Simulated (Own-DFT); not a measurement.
SiC (2H silicon carbide, atoms displaced), GaP (zincblende, strained, atoms displaced) (calculated)

A calculation, not a measurement: plane-wave PBE density functional theory by an unreviewed code, no spin, of a simulated periodic cell, stress positive in tension, free energy of the whole cell less one offset for each atom, forces on such cells passed a denser k mesh, this cell's mesh not checked; offsets are fitted by least squares, one for each functional and potential file, so energies compare only between cells with the same atoms and settings and are not formation energies; the far tail of each file's local potential was reset to the Coulomb form; each entry is a single point on an unrelaxed cell, so the pressure reflects the starting lattice, mostly measured values (interpolated for alloys), from which strain is counted, and rises with the displacements; printed positions are rounded, which can move forces by about a meV/angstrom; the program, named Own-DFT, is a retired in-house code; no spin-orbit coupling; before rounding, a Quantum ESPRESSO 7.3.1 run of the same cell and cutoff gave forces within 1 meV/angstrom rms on each cell, which checks the program and not the settings. Program: Own-DFT development build.

Settings shared by all entries: functional PBE; potential files PseudoDojo norm-conserving, scalar-relativistic, standard set; wave cutoff 42 hartree; occupations Fermi-Dirac; smearing width 0.1 eV.

(1) SiC (2H silicon carbide, atoms displaced)

```
cell vectors (Å)
   6.1654     0.0000     0.0000
  -3.0827     5.3394     0.0000
   0.0000     0.0000    10.0681
atoms (fractions of the cell vectors)
Si  0.00687  0.02807  0.98356
Si  0.16568  0.32159  0.26245
C   0.01876  0.98955  0.18334
C   0.18218  0.35622  0.43949
Si  0.98720  0.99446  0.49772
Si  0.18537  0.32725  0.75504
C   0.97807  0.99022  0.68648
C   0.13700  0.32841  0.93368
Si  0.99384  0.49208  0.98843
Si  0.17576  0.85884  0.23551
C   0.00415  0.50800  0.17881
C   0.17599  0.85852  0.45423
Si  0.00189  0.51253  0.50754
Si  0.14134  0.82970  0.74504
C   0.01204  0.51942  0.68178
C   0.18734  0.86768  0.93555
Si  0.50239  0.98359  0.98353
Si  0.66443  0.33612  0.24258
C   0.52112  0.98288  0.19342
C   0.65918  0.31620  0.46346
Si  0.51739  0.01054  0.50893
Si  0.65298  0.29773  0.75362
C   0.52770  0.02195  0.67946
C   0.69519  0.32271  0.92849
Si  0.50528  0.51129  0.98872
Si  0.66035  0.82721  0.24669
C   0.54485  0.55014  0.18160
C   0.66133  0.81837  0.43743
Si  0.48845  0.47198  0.48859
Si  0.67656  0.83509  0.74573
C   0.49000  0.53218  0.67331
C   0.66282  0.85281  0.94193
```

```
k mesh                            : 5 x 5 x 3 centred on Gamma
free energy of cell above offsets : 6.933 eV
pressure                          : 13.88 GPa
stress xx                         : -15.53 GPa
stress yy                         : -14.94 GPa
stress zz                         : -11.17 GPa
stress yz                         : -3.04 GPa
stress xz                         : -1.26 GPa
stress xy                         : 4.57 GPa
```

Force:
```tsv
element	x (eV/Å)	y (eV/Å)	z (eV/Å)
Si	1.12	-4.712	4.244
Si	-0.733	1.609	-3.877
C	-6.209	4.791	-2.056
C	-3.13	-3.076	0.095
Si	0.21	0.901	0.03
Si	-2.869	1.52	-3.238
C	2.955	2.896	-0.238
C	4.758	3.382	-1.139
Si	0.132	4.368	3.231
Si	5.959	-4.676	3.713
C	0.686	-0.789	1.176
C	0.884	-1.527	-2.607
Si	0.359	0.817	-2.077
Si	2.884	0.91	0.191
C	-0.073	-2.931	3.397
C	-2.106	-2.739	-1.711
Si	-4.444	4.473	4.67
Si	1.64	0.068	0.637
C	-6.023	4.344	-3.216
C	1.496	3.63	-5.005
Si	-0.783	-4.452	-2.703
Si	0.412	7.086	-1.689
C	-1.117	-5.185	2.641
C	-5.434	-0.496	0.977
Si	0.723	-0.723	1.674
Si	4.103	3.939	4.266
C	-0.762	-9.513	-2.429
C	-0.178	0.574	-0.683
Si	0.826	3.82	2.536
Si	-3.699	-0.114	0.945
C	1.8	-3.652	2.293
C	6.613	-4.541	-4.048
```

(2) GaP (zincblende, strained, atoms displaced)

```
cell vectors (Å)
  10.8620     0.0000     0.0000
   0.0000    10.8620     0.0000
   0.0000     0.0000    10.9439
atoms (fractions of the cell vectors)
Ga  0.99052  0.00327  0.00710
Ga  0.99189  0.24602  0.25071
Ga  0.25384  0.00779  0.23065
Ga  0.24310  0.24678  0.00466
P   0.13235  0.11584  0.12705
P   0.11668  0.37349  0.36772
P   0.38308  0.12535  0.36649
P   0.38579  0.37418  0.12452
Ga  0.99839  0.00463  0.51381
Ga  0.01231  0.26322  0.74770
Ga  0.23932  0.99587  0.75183
Ga  0.24431  0.24939  0.49829
P   0.12412  0.12170  0.62129
P   0.12104  0.37275  0.86612
P   0.38543  0.11856  0.87501
P   0.37705  0.38043  0.61787
Ga  0.99123  0.50487  0.00100
Ga  0.99884  0.76020  0.24447
Ga  0.24311  0.49348  0.24924
Ga  0.24751  0.74392  0.98760
P   0.13196  0.63289  0.12712
P   0.12233  0.87581  0.36969
P   0.37363  0.62587  0.37149
P   0.36658  0.87088  0.12557
Ga  0.99434  0.50246  0.50660
Ga  0.00045  0.75683  0.74227
Ga  0.25194  0.50414  0.75407
Ga  0.24205  0.74992  0.50222
P   0.13857  0.63033  0.61720
P   0.12583  0.86345  0.87624
P   0.37195  0.62701  0.87214
P   0.37153  0.86742  0.61861
Ga  0.50763  0.99669  0.00453
Ga  0.50039  0.25562  0.24066
Ga  0.74199  0.99913  0.25876
Ga  0.75539  0.23876  0.99475
P   0.61897  0.14494  0.12120
P   0.62280  0.35999  0.38124
P   0.88026  0.11603  0.38130
P   0.87774  0.36884  0.12464
Ga  0.50725  0.00966  0.50138
Ga  0.48436  0.24481  0.75810
Ga  0.75080  0.99605  0.75469
Ga  0.73651  0.23821  0.50423
P   0.63153  0.12404  0.62239
P   0.63776  0.37856  0.87663
P   0.86558  0.12731  0.87150
P   0.87245  0.37586  0.62130
Ga  0.50412  0.49868  0.99201
Ga  0.49604  0.75745  0.25217
Ga  0.74253  0.49767  0.24979
Ga  0.74950  0.74838  0.99578
P   0.60806  0.62415  0.12428
P   0.62625  0.87535  0.38001
P   0.87187  0.61727  0.36854
P   0.86907  0.87010  0.12560
Ga  0.48463  0.49549  0.50989
Ga  0.49842  0.74214  0.74367
Ga  0.75252  0.49319  0.75388
Ga  0.73987  0.74436  0.49414
P   0.63521  0.62986  0.61731
P   0.62281  0.87105  0.87398
P   0.87074  0.63474  0.87547
P   0.87558  0.86524  0.61774
```

```
k mesh                            : 3 x 3 x 3 centred on Gamma
free energy of cell above offsets : -29.885 eV
pressure                          : 4.3 GPa
stress xx                         : -4.29 GPa
stress yy                         : -4.53 GPa
stress zz                         : -4.07 GPa
stress yz                         : 1.45 GPa
stress xz                         : 0.07 GPa
stress xy                         : -0.8 GPa
```

Force:
```tsv
element	x (eV/Å)	y (eV/Å)	z (eV/Å)
Ga	0.351	-0.513	-0.723
Ga	0.647	-0.561	0.087
Ga	1.18	-1.709	3.171
Ga	1.143	0.385	-0.712
P	-2.881	2.114	-1.331
P	0.033	-0.102	1.104
P	-0.85	0.107	0.256
P	-2.137	0.872	-1.06
Ga	-0.048	-1.539	-1.502
Ga	-2.24	-1.988	-1.599
Ga	1.301	-0.221	-0.124
Ga	0.632	0.114	-0.905
P	0.578	0.994	1.256
P	1.5	1.717	2.484
P	-2.372	-0.854	0.973
P	-2.326	-2.48	2.758
Ga	0.806	0.18	0.081
Ga	0.05	-1.17	0.703
Ga	1.023	0.539	-0.255
Ga	0.48	0.162	1.492
P	-0.923	-0.91	-0.491
P	0.399	1.016	0.584
P	-0.402	-0.411	0.529
P	0.999	-0.065	-1.218
Ga	0.682	0.289	-0.805
Ga	0.425	-1.159	0.273
Ga	-0.239	-0.507	-0.921
Ga	1.383	1.096	-2.47
P	-2.52	-1.797	1.889
P	-1.305	1.851	-0.164
P	1.162	-0.767	0.042
P	0.477	1.368	0.531
Ga	-0.319	-0.093	0.344
Ga	-0.115	-0.096	1.877
Ga	0.582	0.672	-1.056
Ga	-0.513	1.779	0.965
P	1.165	-2.721	-0.016
P	-0.503	1.75	-0.49
P	-1.037	0.737	-0.313
P	-0.855	0.346	-0.412
Ga	-1.059	-1.041	-0.221
Ga	2.117	1.567	-1.519
Ga	-0.118	-0.628	-0.913
Ga	2.531	1.223	-1.375
P	-1.592	-0.897	2.706
P	-1.621	-1.242	0.011
P	2.444	-0.63	-0.802
P	-0.082	-0.768	0.356
Ga	-0.501	-0.046	0.01
Ga	-0.053	-0.355	0.163
Ga	-0.355	-0.594	-0.097
Ga	-1.037	0.047	0.963
P	1.561	0.461	0.171
P	-0.995	0.119	-0.398
P	0.3	1.031	0.15
P	-0.695	1.003	-0.12
Ga	2.927	2.253	-2.666
Ga	0.256	0.579	-0.259
Ga	0.528	1.438	-0.909
Ga	2.005	0.425	-1.036
P	-1.833	-2.153	1.727
P	-0.144	-0.025	-0.13
P	0.874	-1.141	-0.96
P	-0.871	0.947	0.313
```
